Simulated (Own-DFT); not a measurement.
# One host, several defects: D0_22 TiAl3

No measurement is shown. These are fixed-geometry runs of a retired plane-wave code named Own-DFT, which no person has reviewed; spin and spin-orbit coupling are neglected.

Settings: PBE; PseudoDojo norm-conserving scalar-relativistic files; cutoff 42 hartree; 4 x 4 x 4 k mesh centred on Gamma; cold (Marzari-Vanderbilt) smearing of 0.2 eV.

Keep in mind: forces on such cells failed a check on a denser k mesh; stress not checked against mesh or cutoff.

All runs share one cell, with vectors in Å (-2.365, -6.981, 4.326); (-7.667, 3.491, 1.442); (-2.950, -3.488, -7.241) and a volume of 625.4 Å³. Atoms were moved at random from their sites; u is the rms move along one axis. The defect's site can differ from row to row.

```
                     cell   formula   u (Å)  P (GPa)
                no defect  Al30Ti10  0.0182     1.96
                no defect  Al30Ti10  0.0187     1.96
                no defect  Al30Ti10  0.0492     2.53
two Ti on an Al site each  Al28Ti12  0.0267     3.05
two Ti on an Al site each  Al28Ti12  0.0320     3.41
two Ti on an Al site each  Al28Ti12  0.0535     3.87
         two Al vacancies  Al28Ti10  0.0289     1.15
         two Al vacancies  Al28Ti10  0.0304     1.27
         two Al vacancies  Al28Ti10  0.0459     1.53
         two Al vacancies  Al28Ti10  0.0486        ?
 two Al on a Ti site each   Al32Ti8  0.0302     2.87
 two Al on a Ti site each   Al32Ti8  0.0511     3.40
 two Al on a Ti site each   Al32Ti8  0.0526     3.41
```

## What the rows give

P = P0 + c u² + a shift for each defect gives P0 = 1.84 GPa, c = 299 ± 27 GPa/Å² and a scatter of 0.08 GPa. The shifts, and each times the cell's volume:

- two Ti on an Al site each: 1.15 ± 0.07 GPa, 4.5 eV (2.2 eV for each of its 2 sites)
- two Al on a Ti site each: 0.76 ± 0.07 GPa, 3.0 eV (1.5 eV for each of its 2 sites)
- two Al vacancies: -0.91 ± 0.06 GPa, -3.5 eV (-1.8 eV for each of its 2 sites)

Against the defect-free cell, a freed cell would be larger where the shift is positive and smaller where it is negative (160.2 GPa Å³ is 1 eV). The atoms around the defects weren't relaxed, which would change these numbers.

## Withheld run

Asked: what pressure belongs in the blank (two Al vacancies, u = 0.0486 Å)?

The fit gives 1.64 ± 0.10 GPa. DFT gave 1.49 GPa.
